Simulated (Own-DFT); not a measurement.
# Misfit strain and the stress it brings: wurtzite AlN, 72 atoms (Al36N36)

No measurement is shown. These are fixed-geometry runs of a retired plane-wave code named Own-DFT, which no person has reviewed; spin and spin-orbit coupling are neglected.

Settings: PBE; PseudoDojo norm-conserving scalar-relativistic files; cutoff 42 hartree; 4 x 4 x 3 k mesh centred on Gamma; Gaussian smearing of 0.01 eV.

Caveats: k mesh not checked against a denser one; stress not checked against mesh or cutoff.

Unstrained cell vectors in Å: (9.336, 0.000, 0.000); (-4.668, 8.085, 0.000); (0.000, 0.000, 9.964). The unstrained cell has measured lattice constants (interpolated for alloys), not those of this functional. That, the random moves and any unrelaxed bonds set the pressure at no strain. Each run strains x and y alike by e, as a substrate would, and holds the height along z. Random moves of width 0.05 Å per axis were added to every atom. Stress is positive in tension.

```
e (%),u (Å),(s_xx + s_yy)/2 (GPa),s_zz (GPa)
-2.50,0.048,-22.97,-9.17
-1.75,0.049,-15.81,-9.59
-1.00,0.050,-11.94,-6.55
-0.75,0.051,-9.72,-7.16
-0.50,0.046,-8.46,-5.31
-0.25,0.052,-6.96,-6.19
1.75,0.044,?,?
2.25,0.051,5.94,-2.24
2.75,0.049,8.20,-2.39
3.00,0.048,9.58,-1.58
```

## Working it out

With e as a fraction, the in-plane stress is -5.3 + 594 e - 3625 e² GPa (errors 11 and 673, scatter 0.53), and s_zz is -5.8 + 142 e GPa (slope ± 13, scatter 0.76). At e = 0 the first slope is C11 + C12 and the second 2 C13, both with the ions held to the strained lattice and at the cell's own pressure. The term in e² is negative: the layer stiffens under compression and softens under tension. A free layer would change its height as e changes, and the in-plane slope would drop by 2 C13²/C33 to the biaxial modulus. At fixed height, a misfit of 1 % moves the in-plane stress by about 5.9 GPa and s_zz by 1.4 GPa.

## Check

Asked: what are the two stresses at e = 1.75 %?

The fitted form gives 4.0 and -3.3 GPa. The hidden result is 4.54 and -3.75 GPa.
